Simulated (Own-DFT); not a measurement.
# Misfit strain and the stress it brings: wurtzite AlN, 72 atoms (Al36N36)

No measurement is shown. These are fixed-geometry runs of a retired plane-wave code named Own-DFT, which no person has reviewed; spin and spin-orbit coupling are neglected.

Settings: PBE; PseudoDojo norm-conserving scalar-relativistic files; cutoff 42 hartree; 4 x 4 x 3 k mesh centred on Gamma; Gaussian smearing of 0.01 eV.

Known weak points: k mesh not checked against a denser one; stress not checked against mesh or cutoff.

Unstrained cell vectors in Å: (9.336, 0.000, 0.000); (-4.668, 8.085, 0.000); (0.000, 0.000, 9.964). The unstrained cell has measured lattice constants (interpolated for alloys), not those of this functional. That, the random moves and any unrelaxed bonds set the pressure at no strain. Each run strains x and y alike by e, as a substrate would, and holds the height along z. Each atom got a random Gaussian move of width 0.05 Å along each axis. Stress is positive in tension.

| e (%) | u (Å) | (s_xx + s_yy)/2 (GPa) | s_zz (GPa) |
|---|---|---|---|
| -1.50 | 0.049 | -14.71 | -8.24 |
| -1.00 | 0.050 | -10.83 | -9.45 |
| -0.75 | 0.052 | -9.48 | -8.47 |
| -0.50 | 0.051 | -8.89 | -6.70 |
| -0.25 | 0.052 | -7.46 | -5.00 |
| 0.75 | 0.052 | ? | ? |
| 1.25 | 0.054 | 1.33 | -4.55 |
| 2.25 | 0.052 | 5.61 | -2.06 |
| 2.75 | 0.053 | 7.99 | -2.71 |
| 3.00 | 0.047 | 9.42 | -1.72 |

## Working it out

With e as a fraction, the in-plane stress is -5.6 + 555 e - 1956 e² GPa (errors 18 and 926, scatter 0.44), and s_zz is -6.4 + 158 e GPa (slope ± 21, scatter 1.05). At e = 0 the first slope is C11 + C12 and the second 2 C13, both with the ions held to the strained lattice and at the cell's own pressure. A free layer would change its height as e changes, and the in-plane slope would drop by 2 C13²/C33 to the biaxial modulus. At fixed height, a misfit of 1 % moves the in-plane stress by about 5.5 GPa and s_zz by 1.6 GPa.

## Withheld run

Q: what are the two stresses at e = 0.75 %?

The fitted form gives -1.6 and -5.2 GPa. Computed: -1.53 and -6.07 GPa.
